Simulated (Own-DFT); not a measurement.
## Calculated data, TiO2 (rutile, atoms displaced)

All values are calculated (Own-DFT development build). A calculation, not a measurement: plane-wave PBE density functional theory by an unreviewed code, no spin, of a simulated periodic cell, stress positive in tension, free energy of the whole cell less one offset for each atom, oxygen file: force components 24 meV/angstrom off all-electron in one glass; forces on such cells passed a denser k mesh, this cell's mesh not checked; offsets are fitted by least squares, one for each functional and potential file, so energies compare only between cells with the same atoms and settings and are not formation energies; the far tail of each file's local potential was reset to the Coulomb form; each entry is a single point on an unrelaxed cell, so the pressure reflects the starting lattice, mostly measured values (interpolated for alloys), from which strain is counted, and rises with the displacements; printed positions are rounded, which can move forces by about a meV/angstrom; the program, named Own-DFT, is a retired in-house code; no spin-orbit coupling; before rounding, a Quantum ESPRESSO 7.3.1 run of the same cell and cutoff gave forces within 1 meV/angstrom rms on each cell, which checks the program and not the settings.

```cif
# cell vector a (Å): 9.1874 0.0000 0.0000
# cell vector b (Å): 0.0000 9.1874 0.0000
# cell vector c (Å): 0.0000 0.0000 8.8761
data_TiO2
_symmetry_space_group_name_H-M 'P 1'
_symmetry_Int_Tables_number 1
_cell_length_a 9.1874
_cell_length_b 9.1874
_cell_length_c 8.8761
_cell_angle_alpha 90.000
_cell_angle_beta 90.000
_cell_angle_gamma 90.000
_cell_volume 749.22
loop_
_atom_site_label
_atom_site_type_symbol
_atom_site_fract_x
_atom_site_fract_y
_atom_site_fract_z
_atom_site_occupancy
Ti1 Ti 0.99432 0.00196 0.99963 1
Ti2 Ti 0.25552 0.26223 0.16141 1
O1 O 0.16326 0.16093 0.99484 1
O2 O 0.35454 0.34359 0.00518 1
O3 O 0.39703 0.09183 0.17102 1
O4 O 0.10200 0.38975 0.16443 1
Ti3 Ti 0.98859 0.01497 0.32722 1
Ti4 Ti 0.25238 0.25584 0.51697 1
O5 O 0.15452 0.16211 0.32206 1
O6 O 0.35882 0.35689 0.33354 1
O7 O 0.38978 0.08560 0.49602 1
O8 O 0.11125 0.38744 0.51252 1
Ti5 Ti 0.02132 0.00520 0.66332 1
Ti6 Ti 0.26555 0.25909 0.83100 1
O9 O 0.15146 0.14953 0.64994 1
O10 O 0.34996 0.34481 0.67704 1
O11 O 0.39557 0.09931 0.82338 1
O12 O 0.10462 0.40170 0.83085 1
Ti7 Ti 0.01301 0.51670 0.99601 1
Ti8 Ti 0.24928 0.74715 0.16330 1
O13 O 0.15435 0.66807 0.00421 1
O14 O 0.34025 0.83695 0.00026 1
O15 O 0.41637 0.59497 0.15529 1
O16 O 0.10847 0.90550 0.16533 1
Ti9 Ti 0.98731 0.48054 0.32306 1
Ti10 Ti 0.25713 0.75043 0.51006 1
O17 O 0.15264 0.65506 0.31706 1
O18 O 0.36588 0.82956 0.31655 1
O19 O 0.39969 0.57569 0.50193 1
O20 O 0.10423 0.89751 0.51376 1
Ti11 Ti 0.00559 0.51453 0.67219 1
Ti12 Ti 0.23726 0.74829 0.83301 1
O21 O 0.13737 0.65318 0.66930 1
O22 O 0.34911 0.85753 0.65444 1
O23 O 0.39600 0.59857 0.82698 1
O24 O 0.08303 0.89462 0.84057 1
Ti13 Ti 0.48947 0.99843 0.00253 1
Ti14 Ti 0.75388 0.25215 0.16083 1
O25 O 0.65602 0.15444 0.99395 1
O26 O 0.85932 0.35490 0.99798 1
O27 O 0.90376 0.09461 0.14154 1
O28 O 0.58228 0.41277 0.16684 1
Ti15 Ti 0.49853 0.00853 0.33070 1
Ti16 Ti 0.75094 0.24448 0.48990 1
O29 O 0.65338 0.16683 0.34825 1
O30 O 0.85225 0.34444 0.35804 1
O31 O 0.90807 0.09380 0.50229 1
O32 O 0.59874 0.39194 0.48779 1
Ti17 Ti 0.48158 0.99697 0.66543 1
Ti18 Ti 0.74308 0.24939 0.85785 1
O33 O 0.65125 0.15766 0.65819 1
O34 O 0.84989 0.35561 0.66156 1
O35 O 0.89556 0.09244 0.81221 1
O36 O 0.58336 0.39660 0.82216 1
Ti19 Ti 0.49565 0.49732 0.99022 1
Ti20 Ti 0.74838 0.74738 0.16989 1
O37 O 0.64645 0.64004 0.99804 1
O38 O 0.84789 0.85228 0.00082 1
O39 O 0.91591 0.61022 0.16727 1
O40 O 0.59473 0.90907 0.18514 1
Ti21 Ti 0.51362 0.51808 0.34736 1
Ti22 Ti 0.73416 0.76232 0.49080 1
O41 O 0.66388 0.66159 0.34547 1
O42 O 0.85069 0.85095 0.33104 1
O43 O 0.90246 0.58027 0.48842 1
O44 O 0.59621 0.91174 0.50388 1
Ti23 Ti 0.51465 0.50638 0.65501 1
Ti24 Ti 0.75164 0.76004 0.82513 1
O45 O 0.64744 0.65836 0.67321 1
O46 O 0.84632 0.84413 0.65674 1
O47 O 0.90967 0.58676 0.84010 1
O48 O 0.59257 0.92205 0.83258 1
_calc_functional 'PBE'
_calc_potential_files 'PseudoDojo norm-conserving, scalar-relativistic, standard set'
_calc_wave_cutoff 72  # hartree
_calc_occupations 'Fermi-Dirac'
_calc_smearing_width 0.1  # eV
_calc_k_mesh '3 x 3 x 3 centred on Gamma'
_calc_stress_xx ?
```

Q: Give the missing stress xx for TiO2 (rutile, atoms displaced).
A: -10.5 GPa

Further results for TiO2 (rutile, atoms displaced):

* free energy of cell above offsets: -7.506 eV
* pressure: 11.31 GPa
* stress yy: -11.38 GPa
* stress zz: -12.05 GPa
* stress yz: -0.22 GPa
* stress xz: 1.62 GPa
* stress xy: -3.05 GPa

Force:
| element | x (eV/Å) | y (eV/Å) | z (eV/Å) |
| --- | --- | --- | --- |
| Ti | 2.995 | -0.68 | -2.594 |
| Ti | -0.315 | -1.06 | 2.943 |
| O | -1.173 | -1.264 | -0.365 |
| O | 0.69 | 0.522 | -1.869 |
| O | 0.668 | 0.102 | -1.026 |
| O | -1.687 | 2.104 | -0.432 |
| Ti | 2.861 | -0.035 | 0.44 |
| Ti | 0.92 | 0.948 | -4.81 |
| O | -1.447 | -1.544 | 0.827 |
| O | -0.517 | -0.647 | -0.256 |
| O | 0.348 | 0.377 | -0.048 |
| O | -1.473 | 2.204 | -0.801 |
| Ti | -2.386 | -0.136 | 0.94 |
| Ti | -2.346 | -0.466 | 2.917 |
| O | 0.557 | -0.105 | 2.458 |
| O | 1.335 | 1.077 | -1.643 |
| O | 0.371 | -0.577 | 1.632 |
| O | 0.052 | 0.816 | 0.763 |
| Ti | 0.359 | -1.985 | 0.324 |
| Ti | 0.81 | 0.176 | 4.107 |
| O | -1.872 | -2.554 | -2.28 |
| O | 2.584 | 2.764 | -2.217 |
| O | -1.49 | 1.154 | 0.806 |
| O | -1.611 | 1.192 | -0.009 |
| Ti | 2.575 | 2.724 | 2.091 |
| Ti | -1.842 | -0.096 | -4.658 |
| O | 0.121 | -0.677 | 1.962 |
| O | -0.065 | 0.783 | 2.738 |
| O | -1.644 | 2.542 | 0.864 |
| O | 0.763 | -0.974 | -1.991 |
| Ti | -3.434 | -5.136 | -2.571 |
| Ti | 1.234 | 0.276 | 1.292 |
| O | 3.283 | 2.682 | -0.69 |
| O | -1.796 | -2.88 | 1.295 |
| O | -0.593 | 0.544 | -0.729 |
| O | 1.707 | -0.642 | -1.168 |
| Ti | -0.979 | -1.152 | -0.18 |
| Ti | -1.239 | 1.763 | 1.269 |
| O | -1.824 | -1.499 | 3.909 |
| O | -1.657 | -1.106 | 1.519 |
| O | -2.389 | 2.424 | 3.823 |
| O | 3.78 | -2.821 | 0.262 |
| Ti | -1.556 | 0.079 | 1.232 |
| Ti | 0.453 | -0.398 | 8.799 |
| O | -1.911 | -2.629 | -5.18 |
| O | 0.85 | 0.34 | -4.865 |
| O | 0.142 | -0.405 | -1.055 |
| O | -0.544 | 2.371 | 0.974 |
| Ti | 3.247 | 3.398 | -0.637 |
| Ti | 2.552 | 1.745 | -8.946 |
| O | -0.408 | -0.299 | 1.014 |
| O | 0.051 | 0.22 | 0.757 |
| O | 0.061 | 0.539 | 1.95 |
| O | 1.326 | -0.518 | 0.283 |
| Ti | 0.018 | 1.184 | 1.101 |
| Ti | 0.71 | 0.382 | -2.394 |
| O | 2.279 | 2.321 | -0.009 |
| O | -1.437 | -1.213 | 0.208 |
| O | -1.054 | -0.844 | -0.094 |
| O | 1.64 | -1.006 | -2.637 |
| Ti | -2.379 | -3.351 | -4.456 |
| Ti | 3.056 | 2.631 | 3.757 |
| O | -1.692 | -2.156 | -2.911 |
| O | -0.43 | 0.089 | -0.222 |
| O | 0.338 | 0.968 | 0.164 |
| O | 0.775 | -1.149 | -0.529 |
| Ti | 0.173 | -1.906 | 2.691 |
| Ti | 0.251 | 0.884 | 0.441 |
| O | 0.088 | 0.04 | -0.6 |
| O | -0.236 | -0.811 | 1.249 |
| O | -1.678 | 2.263 | 0.178 |
| O | 1.078 | -1.908 | 0.89 |
